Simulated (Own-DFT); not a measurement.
# Cleaving wurtzite GaN, m plane (10-10)

Calculated, not measured: single-point runs of Own-DFT, a retired in-house plane-wave DFT program that no person has reviewed, on unrelaxed cells, without spin or spin-orbit coupling.

Caveats (not all hold for every row): some atoms lie very close together; forces not confirmed at this smearing and k mesh; k mesh not checked against a denser one.

Both sets of runs: PBE; PseudoDojo norm-conserving scalar-relativistic files (stringent for Ga); cutoff 96 hartree; Gaussian smearing of 0.01 eV. The slab has 64 atoms in 16 layers, two equal faces of 33.07 Å² as cut, 15 Å of vacuum, a dipole correction along the normal and a 6 x 6 x 1 mesh. The bulk cell has 72 atoms, the same measured lattice constants and a 4 x 4 x 3 mesh. In the slab only the 16 atoms nearest the faces were moved at random; u is their rms move along one axis. Energies are counted from -3520.29 eV for each atom.

| slab run | u (Å) | E (eV, cell) |
|---|---|---|
| 1 | 0.0441 | 8.586 |
| 2 | 0.0483 | 8.672 |
| 3 | 0.0487 | 8.338 |
| 4 | 0.0509 | 8.853 |
| 5 | 0.0535 | 8.424 |
| 6 | 0.0542 | 8.452 |
| 7 | 0.0920 | 11.034 |
| 8 | 0.0925 | 12.285 |
| 9 | 0.1021 | 12.550 |
| 10 | 0.1023 | 12.530 |
| 11 | 0.1042 | 11.620 |
| 12 | 0.1265 | 14.563 |

```
bulk run   u (Å)  E (meV/atom)
       1  0.0191          1.21
       2  0.0193          1.74
       3  0.0193          1.00
       4  0.0217          2.49
       5  0.0487         59.56
       6  0.0500         63.84
       7  0.0501         56.75
       8  0.0993        292.26
       9  0.0995        252.71
      10  0.1014        283.19
```

The question: what is the energy of the unrelaxed surface?

## Working it out

Take each set to u = 0 with E = a + b u². Rows are weighted down as u grows, with residuals divided by u² + 0.0006 Å². Slab: a = 7.48 ± 0.16 eV. Bulk: a = -9.5 ± 0.7 meV/atom. The excess is 7.48 - 64 x (-0.0095) = 8.09 ± 0.17 eV. Over two faces that is 122 meV/Å², or 1.96 ± 0.04 J/m². Relaxing the faces would lower the energy, and the unlike meshes and the reach from the smallest u down to zero add errors that aren't counted here.
